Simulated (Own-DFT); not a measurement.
## Calculated data, SiC (3C silicon carbide, strained, atoms displaced), GaN (wurtzite, strained, atoms displaced)

A calculation, not a measurement: plane-wave PBE density functional theory by an unreviewed code, no spin, of a simulated periodic cell, stress positive in tension, free energy of the whole cell less one offset for each atom, forces on such cells passed a denser k mesh, this cell's mesh not checked; offsets are fitted by least squares, one for each functional and potential file, so energies compare only between cells with the same atoms and settings and are not formation energies; the far tail of each file's local potential was reset to the Coulomb form; each entry is a single point on an unrelaxed cell, so the pressure reflects the starting lattice, mostly measured values (interpolated for alloys), from which strain is counted, and rises with the displacements; printed positions are rounded, which can move forces by about a meV/angstrom; the program, named Own-DFT, is a retired in-house code; no spin-orbit coupling. Program: Own-DFT development build.

Settings shared by all entries: functional PBE.

(1) SiC (3C silicon carbide, strained, atoms displaced)

```
cell vectors (Å)
  13.0563     0.0622     0.2532
   0.0415     8.7594    -0.0395
   0.1688    -0.0395     8.7800
atoms (fractions of the cell vectors)
Si  0.00358  0.99321  0.99520
Si  0.99728  0.25261  0.24104
Si  0.16292  0.99322  0.26414
Si  0.16788  0.25656  0.99718
C   0.08443  0.11393  0.12366
C   0.08044  0.37679  0.36769
C   0.24873  0.12512  0.37177
C   0.25067  0.38511  0.11712
Si  0.99879  0.99989  0.50585
Si  0.99903  0.25119  0.74937
Si  0.16759  0.00021  0.75022
Si  0.16190  0.25451  0.50265
C   0.08134  0.13053  0.61994
C   0.09150  0.38856  0.87044
C   0.25259  0.12079  0.86565
C   0.24546  0.37428  0.63194
Si  0.99796  0.49963  0.00132
Si  0.00249  0.74066  0.24709
Si  0.17121  0.49502  0.25451
Si  0.17277  0.74775  0.98338
C   0.08217  0.62218  0.12308
C   0.07999  0.87278  0.36820
C   0.24507  0.63790  0.38849
C   0.24868  0.86593  0.13802
Si  0.99975  0.51115  0.50084
Si  0.99751  0.74890  0.75515
Si  0.16895  0.50262  0.74858
Si  0.17250  0.75710  0.50516
C   0.08235  0.61803  0.62957
C   0.08101  0.88616  0.88634
C   0.24915  0.63136  0.87923
C   0.25005  0.87834  0.62250
Si  0.32810  0.00491  0.99056
Si  0.33831  0.24657  0.25439
Si  0.50047  0.99794  0.24804
Si  0.50421  0.24936  0.98970
C   0.41537  0.12469  0.12936
C   0.41336  0.38203  0.36816
C   0.58248  0.11678  0.37077
C   0.58306  0.37089  0.11852
Si  0.33343  0.98957  0.49900
Si  0.33215  0.24589  0.75941
Si  0.49962  0.99747  0.74567
Si  0.49653  0.26316  0.50587
C   0.41586  0.12820  0.63103
C   0.41116  0.36289  0.87180
C   0.58191  0.12675  0.87618
C   0.57974  0.38561  0.62553
Si  0.32771  0.50002  0.00299
Si  0.33156  0.75769  0.25238
Si  0.49494  0.49803  0.24630
Si  0.49433  0.75849  0.99916
C   0.42077  0.63487  0.12554
C   0.41817  0.86892  0.37540
C   0.58366  0.61939  0.37926
C   0.58123  0.87210  0.13769
Si  0.32630  0.50012  0.49756
Si  0.33482  0.74787  0.74699
Si  0.49976  0.49844  0.75832
Si  0.50131  0.75629  0.49360
C   0.41600  0.63283  0.62902
C   0.41674  0.87770  0.87945
C   0.58351  0.62213  0.87699
C   0.58189  0.88064  0.62372
Si  0.67558  0.00943  0.99807
Si  0.66789  0.24919  0.25381
Si  0.83734  0.00565  0.24387
Si  0.83811  0.24947  0.00776
C   0.75205  0.12572  0.12200
C   0.75602  0.37495  0.38074
C   0.91906  0.12379  0.37884
C   0.91854  0.37317  0.11740
Si  0.67172  0.99561  0.50109
Si  0.66799  0.24707  0.75429
Si  0.83673  0.00270  0.75143
Si  0.83983  0.23925  0.50842
C   0.74488  0.12586  0.61922
C   0.74654  0.36130  0.87636
C   0.91842  0.12227  0.86109
C   0.92269  0.37158  0.63271
Si  0.67141  0.50361  0.99215
Si  0.65920  0.75120  0.24473
Si  0.83056  0.50386  0.24896
Si  0.83533  0.75566  0.99854
C   0.75014  0.62024  0.12682
C   0.75335  0.87551  0.37366
C   0.91304  0.61485  0.38324
C   0.92012  0.87135  0.10901
Si  0.66414  0.50630  0.50065
Si  0.66546  0.74620  0.74349
Si  0.83429  0.49723  0.74661
Si  0.83223  0.75286  0.48815
C   0.74932  0.62870  0.63855
C   0.75515  0.87631  0.87444
C   0.91762  0.61873  0.86237
C   0.91177  0.88040  0.62662
```

Here we set potential files PseudoDojo norm-conserving, scalar-relativistic, standard set, wave cutoff 42 hartree, occupations Fermi-Dirac, smearing width 0.1 eV and k mesh 3 x 4 x 4 centred on Gamma.

It finds free energy of cell above offsets -5.949 eV; pressure 3.98 GPa; stress xx -5.68 GPa; stress yy -3.54 GPa; stress zz -2.72 GPa; stress yz -3.2 GPa; stress xz 10.56 GPa; stress xy 3.29 GPa.

Force:
```
element  x (eV/Å)  y (eV/Å)  z (eV/Å)
     Si    -2.672     4.093     2.391
     Si     1.342    -0.998     1.275
     Si     1.218     1.549    -3.016
     Si     -0.52    -0.885     0.198
      C    -0.105     1.852    -0.058
      C     0.283    -0.097     1.019
      C     0.077    -0.183     1.368
      C    -0.448    -2.992     2.474
     Si     0.354    -0.227    -1.118
     Si     1.787     0.673     0.611
     Si    -1.222     0.873    -0.524
     Si     0.825    -0.038    -1.077
      C      0.46    -1.579     1.104
      C    -2.375    -2.942     1.659
      C    -2.079     0.252     1.749
      C     1.561    -0.661    -1.411
     Si     1.439     0.879    -1.373
     Si    -0.963     1.196     0.212
     Si    -1.588     2.074    -0.473
     Si    -3.807     2.845     5.702
      C     1.167    -0.579    -0.655
      C    -0.661    -1.011     3.047
      C     2.365    -3.294    -3.263
      C    -0.753     1.846    -3.053
     Si     0.466    -2.709     0.466
     Si     0.679     0.951    -1.241
     Si    -0.228     1.245     0.144
     Si    -4.216     0.169     0.729
      C     0.843     2.605     -0.47
      C     4.048    -4.591    -5.115
      C      2.64    -2.837    -3.604
      C      0.01    -0.746     1.598
     Si     0.974    -0.968     3.371
     Si    -1.643     0.604    -0.948
     Si    -1.065     1.184     0.871
     Si    -2.169     0.562     2.841
      C     0.796    -0.566    -1.964
      C    -0.408    -0.913     1.666
      C     0.265     1.491     1.311
      C     0.389     0.892      0.65
     Si     0.668     3.073    -0.172
     Si    -0.127     0.764    -2.982
     Si    -0.297     1.461     1.233
     Si     0.595    -1.792    -0.947
      C    -0.003    -0.773    -1.356
      C     1.279     2.573     1.466
      C     1.463    -2.124    -1.356
      C         1     -1.56      0.23
     Si     2.987     1.683    -1.374
     Si     0.893    -1.744     0.419
     Si     1.962     0.931    -0.723
     Si     2.325    -0.797      0.54
      C    -2.118    -1.783     0.241
      C     -0.38     1.045    -0.446
      C    -0.694     0.963    -1.481
      C     0.428     0.828    -3.913
     Si         1     0.864     1.354
     Si    -0.518     1.441     1.289
     Si    -1.214     0.858    -0.697
     Si    -0.105    -1.356     1.623
      C     0.913    -1.999    -1.332
      C    -0.621     0.013    -1.744
      C     -0.39     1.178    -0.024
      C      1.09    -1.726    -0.593
     Si    -2.252    -1.667     0.077
     Si     -0.51     0.452      -0.1
     Si    -0.036    -1.214     0.548
     Si    -0.986    -0.498    -2.735
      C     0.853     0.375     1.251
      C    -1.002    -0.406    -0.184
      C     0.178    -0.316    -1.555
      C    -0.784     0.523     1.259
     Si    -1.674     1.114    -0.805
     Si    -1.249     0.465    -1.481
     Si    -2.071       0.1    -0.617
     Si    -1.242     2.479    -0.555
      C     1.538    -0.529     1.459
      C      2.19     1.849     0.037
      C     0.449     0.616     3.214
      C    -1.307     0.702    -1.985
     Si    -1.245    -1.088     1.431
     Si     2.229     -1.28     1.672
     Si     0.578    -1.361     0.624
     Si    -0.615    -1.871    -0.745
      C     0.012     1.485    -1.017
      C    -0.598    -0.261    -1.606
      C     0.517     1.725    -2.213
      C    -0.411     0.169     3.017
     Si     1.494    -0.946     0.807
     Si     -1.09      2.12      2.36
     Si    -0.714    -0.562     0.626
     Si    -0.046    -0.174     2.937
      C     1.274    -1.472    -3.764
      C    -1.384    -0.049    -0.139
      C     -0.86     0.305     2.863
      C     1.559    -1.824    -1.027
```

(2) GaN (wurtzite, strained, atoms displaced)

```
cell vectors (Å)
  12.7560     0.0000     0.0000
  -4.7835     8.2853     0.0000
   0.0000     0.0000    10.4996
atoms (fractions of the cell vectors)
Ga  0.08051  0.21778  0.99421
Ga  0.16790  0.11427  0.24661
N   0.08818  0.22889  0.18435
N   0.16872  0.12086  0.43268
Ga  0.08038  0.22472  0.50034
Ga  0.16701  0.10494  0.74630
N   0.08137  0.21515  0.69509
N   0.16789  0.10900  0.93839
Ga  0.08400  0.55951  0.99936
Ga  0.17635  0.44610  0.25366
N   0.06963  0.54168  0.18942
N   0.17241  0.45593  0.43472
Ga  0.07881  0.55596  0.50297
Ga  0.16799  0.43971  0.75111
N   0.08716  0.55772  0.68526
N   0.16604  0.44573  0.93392
Ga  0.08619  0.89204  0.99431
Ga  0.16500  0.77020  0.25023
N   0.07899  0.88727  0.19177
N   0.16633  0.78626  0.42661
Ga  0.08179  0.88022  0.48789
Ga  0.16179  0.78113  0.75104
N   0.08085  0.89175  0.69251
N   0.16907  0.77540  0.93834
Ga  0.33220  0.21953  0.99838
Ga  0.41660  0.11021  0.24963
N   0.33824  0.22741  0.18820
N   0.41772  0.10607  0.44181
Ga  0.33286  0.22196  0.49848
Ga  0.42272  0.12032  0.75836
N   0.32703  0.21898  0.68952
N   0.42130  0.10410  0.93786
Ga  0.32815  0.55852  0.00039
Ga  0.41234  0.43940  0.24399
N   0.33409  0.55643  0.19647
N   0.42340  0.44730  0.44959
Ga  0.33135  0.56302  0.49394
Ga  0.40664  0.44123  0.75971
N   0.33612  0.56592  0.69008
N   0.41658  0.44743  0.94120
Ga  0.33649  0.89647  0.99138
Ga  0.41403  0.77798  0.25230
N   0.34280  0.89954  0.19315
N   0.41495  0.77024  0.43473
Ga  0.34061  0.89472  0.49399
Ga  0.41594  0.77841  0.75111
N   0.33219  0.88387  0.69303
N   0.41655  0.77885  0.93568
Ga  0.58731  0.23415  0.00101
Ga  0.66821  0.11552  0.25356
N   0.58350  0.22155  0.19007
N   0.66925  0.11441  0.43429
Ga  0.57703  0.22208  0.50047
Ga  0.66043  0.10744  0.74636
N   0.58579  0.22404  0.68923
N   0.67003  0.10461  0.93685
Ga  0.58949  0.56180  0.99262
Ga  0.66816  0.44849  0.25163
N   0.58198  0.55699  0.19124
N   0.66294  0.43102  0.43970
Ga  0.58484  0.55353  0.49972
Ga  0.66426  0.44935  0.74278
N   0.58142  0.55619  0.68844
N   0.67348  0.45172  0.93585
Ga  0.58507  0.88868  0.99306
Ga  0.66633  0.77601  0.24968
N   0.58231  0.89287  0.18332
N   0.67059  0.77336  0.42873
Ga  0.57892  0.87776  0.49221
Ga  0.66180  0.77992  0.75046
N   0.58659  0.90028  0.68315
N   0.66402  0.77953  0.93361
Ga  0.83398  0.22565  0.99799
Ga  0.91941  0.11467  0.24914
N   0.82324  0.21137  0.18889
N   0.91754  0.10752  0.44304
Ga  0.82353  0.21303  0.49612
Ga  0.91510  0.11304  0.74345
N   0.83164  0.22627  0.68044
N   0.91974  0.11225  0.93764
Ga  0.83013  0.55431  0.99115
Ga  0.92435  0.44807  0.25241
N   0.83102  0.55527  0.18855
N   0.91369  0.44103  0.44085
Ga  0.83629  0.54889  0.49864
Ga  0.91519  0.43927  0.74262
N   0.82954  0.55410  0.68625
N   0.91007  0.43809  0.93681
Ga  0.83085  0.87810  0.99696
Ga  0.91645  0.76721  0.25084
N   0.83622  0.88434  0.19169
N   0.91066  0.76826  0.43592
Ga  0.82698  0.87810  0.50191
Ga  0.91918  0.77400  0.74816
N   0.82797  0.87799  0.68963
N   0.91917  0.78924  0.94229
```

Settings of this run: potential files PseudoDojo norm-conserving, scalar-relativistic, standard set with the stringent files for Ga, wave cutoff 96 hartree, occupations Gaussian, smearing width 0.01 eV and k mesh 3 x 4 x 3 centred on Gamma.

The calculation gives: free energy of cell above offsets -5.722 eV; pressure 4.61 GPa; stress xx -6.18 GPa; stress yy -6.66 GPa; stress zz -0.98 GPa; stress yz -0.07 GPa; stress xz 0.04 GPa; stress xy -1.25 GPa.

Force:
```
element  x (eV/Å)  y (eV/Å)  z (eV/Å)
     Ga     0.337     0.624     0.625
     Ga    -0.097    -0.512     0.009
      N    -0.235    -0.258     0.021
      N     0.038    -0.907     0.648
     Ga     0.761     0.164     0.297
     Ga    -0.807     0.677     0.843
      N     0.138     0.879    -1.219
      N     0.171     0.502    -0.468
     Ga    -0.535    -1.314     0.163
     Ga    -2.236    -0.773    -0.538
      N     4.361     2.565    -1.498
      N    -1.325    -1.148     0.782
     Ga     0.808     0.371    -0.702
     Ga    -0.342     0.678    -0.615
      N    -0.636    -0.206     0.575
      N    -0.164    -0.225     0.818
     Ga    -0.219    -0.633     1.592
     Ga    -0.225     0.807    -1.721
      N     1.456     0.283    -0.955
      N       1.8    -1.333     1.875
     Ga     -1.68     1.786     1.003
     Ga     1.481    -0.462    -0.422
      N     0.662    -1.034     -1.62
      N    -0.716     0.625    -0.013
     Ga     0.419     0.395     0.334
     Ga     0.322     1.194     0.466
      N    -0.382    -1.419    -0.602
      N    -1.102     1.007    -0.993
     Ga    -0.066     0.233     0.436
     Ga     -0.56     -1.06    -1.807
      N     1.399     0.549     0.023
      N    -0.934     2.686      0.26
     Ga     0.808     0.105     0.361
     Ga     1.228     1.299     1.516
      N     0.136     0.591    -1.704
      N    -1.761    -0.512    -1.738
     Ga     1.725    -1.767     1.896
     Ga     0.808     0.479    -1.724
      N    -0.008    -1.563    -0.703
      N     0.076    -0.353     0.473
     Ga     0.604    -1.926     1.726
     Ga     1.321     0.687    -1.114
      N    -1.517    -2.106    -1.388
      N    -0.303     1.781     0.028
     Ga    -0.942    -1.613     1.561
     Ga       0.2     0.584    -0.129
      N    -0.796     1.301    -0.944
      N     0.057    -0.178     0.457
     Ga     1.142     -1.36     0.466
     Ga    -0.792    -1.108    -0.842
      N     -0.43      0.75    -0.481
      N    -1.829    -1.615     0.609
     Ga     1.582      -0.7     0.494
     Ga     1.186     1.373     0.978
      N    -1.013     0.371    -0.236
      N    -1.303     1.326      -0.7
     Ga    -0.856    -0.502     1.328
     Ga     -0.22    -0.634     0.009
      N     0.123    -0.467    -1.134
      N     0.083     1.971    -0.222
     Ga     0.547     0.155     0.247
     Ga     0.562    -0.307     0.534
      N    -0.892     0.019       0.2
      N    -1.785    -0.884      -0.9
     Ga    -0.865     0.159     1.606
     Ga    -0.165     0.884    -1.324
      N     0.249     -0.71       0.6
      N    -1.266    -0.126     1.593
     Ga      0.85     1.253     0.437
     Ga     0.458    -0.141    -0.723
      N    -0.174    -2.191     -0.58
      N     0.917    -0.327     0.147
     Ga     0.427     -1.34     0.708
     Ga    -0.157    -0.804    -0.039
      N     2.015     1.807    -0.371
      N    -0.726    -0.028    -0.615
     Ga     1.796     0.725     0.393
     Ga    -0.385    -0.904     0.771
      N     0.165    -1.101     0.486
      N    -1.048    -0.642    -0.542
     Ga     1.662     1.198     1.628
     Ga    -3.976    -2.524      0.65
      N     0.776    -0.952    -0.736
      N     1.213    -0.393    -0.676
     Ga    -1.836     0.264     0.335
     Ga    -0.182     0.708     0.772
      N     0.946     0.054     0.042
      N     0.831     1.535    -0.772
     Ga    -1.434     2.179     1.321
     Ga    -0.946     1.028    -0.238
      N    -0.535     0.386    -0.713
      N     0.602     0.354     0.583
     Ga     0.872     0.828     0.027
     Ga    -1.449     0.116     0.481
      N     0.035     0.921    -0.197
      N     1.695    -2.154    -1.575
```

(3) GaN (wurtzite, strained, atoms displaced)

```
cell vectors (Å)
  12.7560     0.0000     0.0000
  -4.7835     8.2853     0.0000
   0.0000     0.0000    10.6292
atoms (fractions of the cell vectors)
Ga  0.08123  0.21759  0.99801
Ga  0.16840  0.10807  0.24631
N   0.09126  0.22550  0.18931
N   0.15371  0.09695  0.43460
Ga  0.08058  0.22171  0.50068
Ga  0.16650  0.11091  0.75066
N   0.08444  0.22989  0.68235
N   0.16293  0.11363  0.93386
Ga  0.08833  0.55340  0.99761
Ga  0.16224  0.43341  0.24366
N   0.08818  0.55177  0.18931
N   0.16654  0.44262  0.44228
Ga  0.08851  0.57065  0.50033
Ga  0.17134  0.44989  0.75544
N   0.08310  0.55113  0.70087
N   0.16073  0.43502  0.94010
Ga  0.08429  0.89258  0.00407
Ga  0.16408  0.76610  0.25217
N   0.08236  0.88995  0.19318
N   0.16166  0.77413  0.43207
Ga  0.07737  0.87912  0.49227
Ga  0.16211  0.77102  0.74997
N   0.08451  0.88388  0.68168
N   0.16062  0.77531  0.93597
Ga  0.33139  0.21588  0.98945
Ga  0.41089  0.11432  0.25559
N   0.33134  0.21828  0.19235
N   0.42376  0.11450  0.43540
Ga  0.33429  0.22006  0.51051
Ga  0.41206  0.10788  0.75707
N   0.33911  0.22062  0.68225
N   0.41616  0.10555  0.93524
Ga  0.32851  0.55805  0.99956
Ga  0.41793  0.45087  0.24701
N   0.33509  0.55048  0.19048
N   0.41151  0.43477  0.44244
Ga  0.33818  0.55977  0.49510
Ga  0.41260  0.44053  0.74390
N   0.32993  0.55683  0.68146
N   0.42048  0.44575  0.94049
Ga  0.33045  0.87752  0.99868
Ga  0.42105  0.77855  0.24984
N   0.33120  0.87998  0.18681
N   0.42481  0.78905  0.43444
Ga  0.33889  0.89085  0.49937
Ga  0.42505  0.78286  0.73869
N   0.33074  0.87911  0.68403
N   0.41862  0.78243  0.93953
Ga  0.58266  0.22435  0.99753
Ga  0.66234  0.10359  0.25134
N   0.58649  0.22512  0.19110
N   0.65961  0.10281  0.44096
Ga  0.59270  0.23002  0.51401
Ga  0.66955  0.11806  0.75051
N   0.58595  0.22067  0.69150
N   0.67318  0.11034  0.93678
Ga  0.58649  0.54492  0.99324
Ga  0.67674  0.45465  0.25585
N   0.58927  0.56175  0.18019
N   0.66230  0.43945  0.43687
Ga  0.58288  0.55248  0.50018
Ga  0.67609  0.45236  0.74833
N   0.58100  0.55837  0.68652
N   0.65770  0.43730  0.94211
Ga  0.58904  0.88714  0.00015
Ga  0.66120  0.77077  0.24712
N   0.58314  0.88355  0.19316
N   0.66271  0.77706  0.43272
Ga  0.58419  0.88691  0.49728
Ga  0.66925  0.78150  0.74724
N   0.58435  0.89218  0.69447
N   0.66536  0.77224  0.94437
Ga  0.83551  0.21988  0.99702
Ga  0.91851  0.11188  0.24645
N   0.83114  0.23345  0.18538
N   0.90928  0.10508  0.43545
Ga  0.83190  0.22449  0.49920
Ga  0.91783  0.11348  0.74873
N   0.82747  0.21603  0.68133
N   0.93105  0.12428  0.94303
Ga  0.84142  0.55516  0.00467
Ga  0.91931  0.44475  0.25112
N   0.83684  0.56378  0.19217
N   0.92136  0.45301  0.43814
Ga  0.83206  0.55543  0.50412
Ga  0.91905  0.45347  0.74695
N   0.83615  0.54729  0.68307
N   0.91273  0.43765  0.94230
Ga  0.83302  0.88716  0.99488
Ga  0.91698  0.78787  0.24624
N   0.83449  0.87007  0.18735
N   0.91017  0.77744  0.43773
Ga  0.83038  0.88810  0.49881
Ga  0.91776  0.77074  0.75000
N   0.83319  0.88885  0.68889
N   0.91394  0.78158  0.93390
```

Here we set potential files PseudoDojo norm-conserving, scalar-relativistic, standard set with the stringent files for Ga, wave cutoff 96 hartree, occupations Gaussian, smearing width 0.01 eV and k mesh 3 x 4 x 3 centred on Gamma.

Results for GaN (wurtzite, strained, atoms displaced): free energy of cell above offsets -5.028 eV; pressure 2.56 GPa; stress xx -5.97 GPa; stress yy -4.71 GPa; stress zz 3 GPa; stress yz 0.29 GPa; stress xz 0.02 GPa; stress xy 1.29 GPa.

Force:
```
element  x (eV/Å)  y (eV/Å)  z (eV/Å)
     Ga      1.96     1.314     1.824
     Ga    -0.196     0.326     1.396
      N    -1.073    -1.915    -1.217
      N     1.035      1.34     0.407
     Ga     0.152    -0.294      -0.7
     Ga    -0.445    -0.273    -1.179
      N     0.523    -0.716     1.254
      N     1.236     -0.66    -0.001
     Ga    -1.592     0.075     0.657
     Ga     0.929     1.799      1.97
      N    -0.993    -0.251    -0.988
      N    -0.366     0.746    -0.865
     Ga     0.813    -2.657     0.714
     Ga    -0.143    -0.763    -0.672
      N    -0.217     0.419    -1.659
      N     1.017     1.063    -0.446
     Ga    -0.259    -0.479    -0.042
     Ga      0.06     1.171     -0.75
      N     0.858    -0.739    -1.213
      N     1.117     1.285     0.485
     Ga    -0.421     0.802     0.568
     Ga     0.577     0.875     0.094
      N    -0.523      0.29     0.434
      N      0.56     0.144     0.283
     Ga     -0.01     0.891     1.558
     Ga     1.971    -0.523    -0.618
      N    -0.155     0.969    -1.563
      N     -0.73    -0.142      1.48
     Ga    -0.393    -1.114    -3.145
     Ga     1.245    -0.631    -1.327
      N    -1.147    -0.249     2.318
      N    -0.317    -0.288     0.521
     Ga     1.593    -0.224      0.29
     Ga     1.629    -1.418     0.466
      N     -1.45     0.945    -0.738
      N     0.472     1.044    -0.761
     Ga    -0.803    -0.414    -0.065
     Ga     0.144     0.871     0.928
      N     1.033     0.081      0.61
      N      -1.3    -0.572    -1.073
     Ga    -0.641      0.97     0.653
     Ga    -1.052    -0.439     -0.13
      N    -0.294     0.662     0.098
      N    -0.679    -1.657     0.171
     Ga    -0.847     0.512    -0.329
     Ga    -1.543    -1.107     1.619
      N    -0.388     0.941     0.381
      N     0.701    -0.873    -0.855
     Ga     0.877    -1.309     1.424
     Ga     -0.26     1.095     0.222
      N    -0.636     -0.13    -0.556
      N     0.743     1.507    -0.294
     Ga    -0.876    -1.345    -1.962
     Ga      0.36    -1.023     0.615
      N    -1.145     0.819     0.676
      N    -0.995    -0.158    -0.017
     Ga    -2.521     1.938     1.624
     Ga    -1.177    -1.243    -1.024
      N    -0.276    -1.588       0.8
      N       0.8     0.807     0.913
     Ga    -0.617     0.244    -0.243
     Ga    -1.752    -1.028     0.825
      N     1.045    -0.233     0.098
      N     3.692     0.239    -2.163
     Ga    -1.111     0.129      0.35
     Ga     1.252     0.559     0.245
      N     0.165     0.771    -1.346
      N     0.694    -0.701     0.541
     Ga     0.285     0.356     0.976
     Ga    -0.422    -0.328     0.898
      N     1.253     0.476    -1.408
      N     0.505     0.264    -1.425
     Ga    -0.185      0.11     0.915
     Ga     -0.46    -0.396     0.154
      N     1.173     -1.92     0.099
      N     0.321      0.91    -0.211
     Ga       0.1    -0.277    -0.642
     Ga      0.07     0.252     -0.02
      N     1.027      1.18     0.907
      N    -3.294    -2.699    -1.638
     Ga    -1.601     0.236      0.37
     Ga    -0.371     0.782      0.18
      N     1.178    -0.327    -0.628
      N    -0.324    -0.635     0.243
     Ga     -0.05     0.256    -1.799
     Ga     1.322    -2.481     1.266
      N    -1.418     1.445     0.448
      N     0.774     1.098    -1.211
     Ga    -0.313     0.423     0.952
     Ga     3.191    -2.213      2.19
      N    -4.619     3.729    -1.854
      N     0.427    -0.687    -0.049
     Ga    -0.236    -0.038     0.098
     Ga    -0.309     1.143    -0.337
      N     0.624     -0.15    -0.137
      N     1.446    -0.998     0.087
```
